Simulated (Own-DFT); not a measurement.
## Calculated data, Hf16O31 (monoclinic hafnia with two neutral oxygen vacancies, strained, atoms displaced)

All values are calculated (Own-DFT development build). A calculation, not a measurement: plane-wave PBE and HSE06 DFT by an unreviewed code, no spin, of a simulated cell at Gamma alone, so results move with cell size and shape, stress positive in tension, energies less offsets, not probed for a lower state with spin; hafnium file: forces about 75 meV/angstrom off all-electron values; oxygen file: force components 24 meV/angstrom off all-electron in a glass; k mesh not checked against a denser one; forces and stress are PBE's, HSE06 gives the energy alone, and its difference from PBE has offsets of its own; offsets are fitted by least squares, one for each functional and potential file, so energies compare only between cells with the same atoms and settings and are not formation energies; the far tail of each file's local potential was reset to the Coulomb form; each entry is a single point on an unrelaxed cell, so the pressure reflects the starting lattice, mostly measured values, from which strain is counted, and rises with the displacements; printed positions are rounded, which can move forces by about a meV/angstrom; the program is a retired in-house code; no spin-orbit coupling.

```json
{"formula": "Hf16O31", "kind": "monoclinic hafnia with two neutral oxygen vacancies, strained, atoms displaced", "structure": {"cell_angstrom": [[10.2597, 0.1931, -0.1365], [0.1953, 10.5429, 0.1759], [-1.8391, 0.1455, 10.3512]], "atoms_fractional": [["Hf", 0.13705, 0.02343, 0.10275], ["Hf", 0.36051, 0.26962, 0.14479], ["Hf", 0.36248, 0.48539, 0.40412], ["Hf", 0.137, 0.23699, 0.35333], ["O", 0.04691, 0.15989, 0.17331], ["O", 0.46201, 0.41457, 0.07841], ["O", 0.464, 0.33072, 0.32752], ["O", 0.04469, 0.09385, 0.41977], ["O", 0.22974, 0.37617, 0.24813], ["O", 0.27772, 0.12888, 0.00175], ["O", 0.27834, 0.11949, 0.25808], ["O", 0.22347, 0.37197, 0.49689], ["Hf", 0.12782, 0.02511, 0.60726], ["Hf", 0.36029, 0.26666, 0.64402], ["Hf", 0.35114, 0.46994, 0.89297], ["Hf", 0.13618, 0.23416, 0.85262], ["O", 0.04, 0.16332, 0.66835], ["O", 0.45911, 0.40577, 0.58028], ["O", 0.46668, 0.33385, 0.82578], ["O", 0.02929, 0.08074, 0.91669], ["O", 0.21811, 0.37259, 0.73743], ["O", 0.27578, 0.12518, 0.51078], ["O", 0.27474, 0.11626, 0.76228], ["O", 0.22147, 0.37628, 0.99178], ["Hf", 0.14233, 0.51814, 0.10079], ["Hf", 0.37212, 0.77318, 0.14102], ["Hf", 0.35633, 0.9847, 0.39732], ["Hf", 0.13291, 0.73586, 0.34837], ["O", 0.03671, 0.67643, 0.17166], ["O", 0.45985, 0.92769, 0.08017], ["O", 0.46715, 0.83078, 0.32284], ["O", 0.04491, 0.58932, 0.42535], ["O", 0.23145, 0.88744, 0.24658], ["O", 0.27548, 0.63259, 0.01177], ["O", 0.27645, 0.62315, 0.27094], ["O", 0.23032, 0.87331, 0.48996], ["Hf", 0.14204, 0.52032, 0.60395], ["Hf", 0.35862, 0.77395, 0.64511], ["Hf", 0.35742, 0.98538, 0.8905], ["Hf", 0.13649, 0.7305, 0.85377], ["O", 0.04144, 0.65888, 0.67741], ["O", 0.45568, 0.91741, 0.58068], ["O", 0.46164, 0.84247, 0.82812], ["O", 0.0348, 0.58339, 0.9239], ["O", 0.22261, 0.87383, 0.74137], ["O", 0.27098, 0.62461, 0.51192], ["O", 0.27198, 0.62317, 0.76173], ["O", 0.21939, 0.86738, 0.98754], ["Hf", 0.64515, 0.02714, 0.1013], ["Hf", 0.85991, 0.27747, 0.14494], ["Hf", 0.86489, 0.48357, 0.3943], ["Hf", 0.63397, 0.23077, 0.35282], ["O", 0.53397, 0.16801, 0.17708], ["O", 0.96402, 0.42009, 0.08388], ["O", 0.96236, 0.34172, 0.3241], ["O", 0.53833, 0.08469, 0.42146], ["O", 0.72054, 0.38366, 0.24034], ["O", 0.7689, 0.13395, 0.0107], ["O", 0.77728, 0.12084, 0.25811], ["O", 0.73087, 0.37119, 0.49743], ["Hf", 0.63436, 0.02316, 0.60655], ["Hf", 0.86367, 0.26405, 0.63779], ["Hf", 0.86366, 0.47769, 0.89821], ["Hf", 0.63861, 0.23044, 0.84953], ["O", 0.53591, 0.16737, 0.67218], ["O", 0.53757, 0.07917, 0.91544], ["O", 0.72398, 0.37879, 0.74169], ["O", 0.77849, 0.13149, 0.50236], ["O", 0.7721, 0.12366, 0.7588], ["O", 0.7271, 0.36315, 0.9835], ["Hf", 0.63076, 0.52494, 0.10064], ["Hf", 0.87195, 0.76691, 0.13954], ["Hf", 0.85814, 0.98283, 0.39808], ["Hf", 0.63668, 0.73236, 0.35662], ["O", 0.53756, 0.67174, 0.18309], ["O", 0.9637, 0.90866, 0.07823], ["O", 0.96175, 0.83316, 0.3249], ["O", 0.53478, 0.58409, 0.4261], ["O", 0.72589, 0.8814, 0.24186], ["O", 0.77469, 0.63588, 0.00424], ["O", 0.76944, 0.61693, 0.2586], ["O", 0.7218, 0.8755, 0.48454], ["Hf", 0.62901, 0.51884, 0.60435], ["Hf", 0.86575, 0.77119, 0.64319], ["Hf", 0.86049, 0.97711, 0.89261], ["Hf", 0.64061, 0.73285, 0.85256], ["O", 0.53184, 0.66304, 0.67829], ["O", 0.96698, 0.92168, 0.57955], ["O", 0.95839, 0.83232, 0.82401], ["O", 0.54086, 0.58096, 0.92556], ["O", 0.71845, 0.87736, 0.74259], ["O", 0.77717, 0.62667, 0.51291], ["O", 0.77618, 0.62296, 0.76155], ["O", 0.72224, 0.86663, 0.99029]]}, "settings": {"first_functional": "PBE", "second_functional": "HSE06", "exact_exchange_share": 0.25, "screening [1/bohr]": 0.11, "exchange_divergence": "Gygi-Baldereschi", "potential_files": "PseudoDojo norm-conserving, scalar-relativistic, made for PBE, standard set", "wave_cutoff [hartree]": 48.0, "occupations": "fixed", "k_mesh": "1 x 1 x 1 centred on Gamma"}, "results": {"PBE_energy_of_cell_above_offsets [eV]": "-87.167", "HSE06_less_PBE_above_offsets [eV]": "0.844", "PBE_pressure [GPa]": 3.38, "PBE_stress_xx [GPa]": -4.43, "PBE_stress_yy [GPa]": 0.88, "PBE_stress_zz [GPa]": -6.59, "PBE_stress_yz [GPa]": 3.02, "PBE_stress_xz [GPa]": -3.32, "PBE_stress_xy [GPa]": 5.21, "force_element": ["Hf", "Hf", "Hf", "Hf", "O", "O", "O", "O", "O", "O", "O", "O", "Hf", "Hf", "Hf", "Hf", "O", "O", "O", "O", "O", "O", "O", "O", "Hf", "Hf", "Hf", "Hf", "O", "O", "O", "O", "O", "O", "O", "O", "Hf", "Hf", "Hf", "Hf", "O", "O", "O", "O", "O", "O", "O", "O", "Hf", "Hf", "Hf", "Hf", "O", "O", "O", "O", "O", "O", "O", "O", "Hf", "Hf", "Hf", "Hf", "O", "O", "O", "O", "O", "O", "Hf", "Hf", "Hf", "Hf", "O", "O", "O", "O", "O", "O", "O", "O", "Hf", "Hf", "Hf", "Hf", "O", "O", "O", "O", "O", "O", "O", "O"], "force_x [eV/angstrom]": [1.05, 0.208, -0.372, 1.168, -2.627, 0.06, -0.287, -2.075, -0.543, -1.074, 0.312, -0.208, 3.382, -0.812, 2.198, -0.296, -1.849, 1.653, -1.074, 0.285, 0.114, 0.323, -0.497, -0.521, -0.302, -1.961, 0.81, 2.012, 2.297, 0.44, -0.663, -2.229, -0.792, -0.068, 0.098, -1.166, -0.362, -0.381, 1.067, 1.021, -1.996, 2.167, 0.924, -0.316, -0.753, 0.952, 0.867, 0.187, -1.566, -0.47, -0.479, 0.644, 0.326, 0.643, 0.633, -0.536, 0.249, 1.077, 0.366, 0.486, -0.595, -1.481, -0.273, 0.333, -0.345, -0.145, 0.882, -0.017, 0.926, 0.218, 0.308, -4.381, 0.419, 1.344, 0.528, 1.133, -0.198, -0.573, -0.145, 0.337, 0.892, 0.543, 1.368, -0.833, -0.388, -0.732, -0.189, -0.758, 0.417, -1.415, 0.472, -0.065, 0.297, 0.369], "force_y [eV/angstrom]": [-1.626, -0.634, -0.846, -0.704, 2.298, 0.35, 0.861, -1.435, 0.711, 1.001, 1.162, -0.272, -1.889, -0.688, 1.699, -0.673, 2.534, 1.468, 0.429, 0.519, -0.102, 0.956, 1.637, -0.729, 1.494, 1.753, -1.162, 0.143, -2.476, -0.299, 0.984, -1.253, -0.619, -1.117, -0.119, -0.553, 0.253, -0.205, -2.22, 0.147, 1.215, 0.918, -1.261, -0.474, 0.553, 0.627, -1.178, 0.671, -1.354, -1.157, 0.387, 0.115, -0.282, 0.352, -0.522, -0.493, -0.894, -0.502, 0.661, 0.282, -0.563, 1.302, 0.041, -0.314, -0.162, 0.516, -0.259, -0.5, -0.612, 1.455, 0.239, 1.142, -0.668, 0.19, -1.659, 1.917, 0.683, -0.504, 0.161, -1.309, 0.524, 0.019, 0.42, -1.066, -0.246, -0.165, -0.118, -0.689, -0.092, -0.007, 0.474, 0.353, -0.142, 1.202], "force_z [eV/angstrom]": [-0.323, 1.168, -1.218, 0.474, -0.05, -0.28, 0.436, 0.278, -1.09, 0.983, -0.293, -0.792, -1.382, 0.083, 0.061, -0.189, 1.104, 0.083, 0.175, -0.132, 1.124, 0.337, -1.511, -0.585, 1.384, 0.513, -0.269, 1.582, -0.615, 0.023, 1.079, -0.685, -0.971, 0.126, -1.563, -0.399, -0.137, 0.501, 1.809, 0.69, -0.648, 0.269, -0.282, -0.004, -0.427, 0.617, 0.49, 0.001, 0.418, -0.019, 0.63, -0.161, -0.853, -0.239, 0.127, 0.46, -0.301, -0.003, -0.189, -0.898, -0.826, 1.013, -1.385, 0.82, -0.579, -0.032, -0.051, 1.096, -0.521, 0.951, 0.799, 0.646, -1.654, -0.002, -1.766, -0.806, 0.713, -0.087, -0.216, 0.851, -0.028, 1.163, 1.012, 0.041, 0.898, 0.281, -0.607, 0.037, -0.014, -1.002, -0.88, 0.232, -0.366, -0.249]}}
```
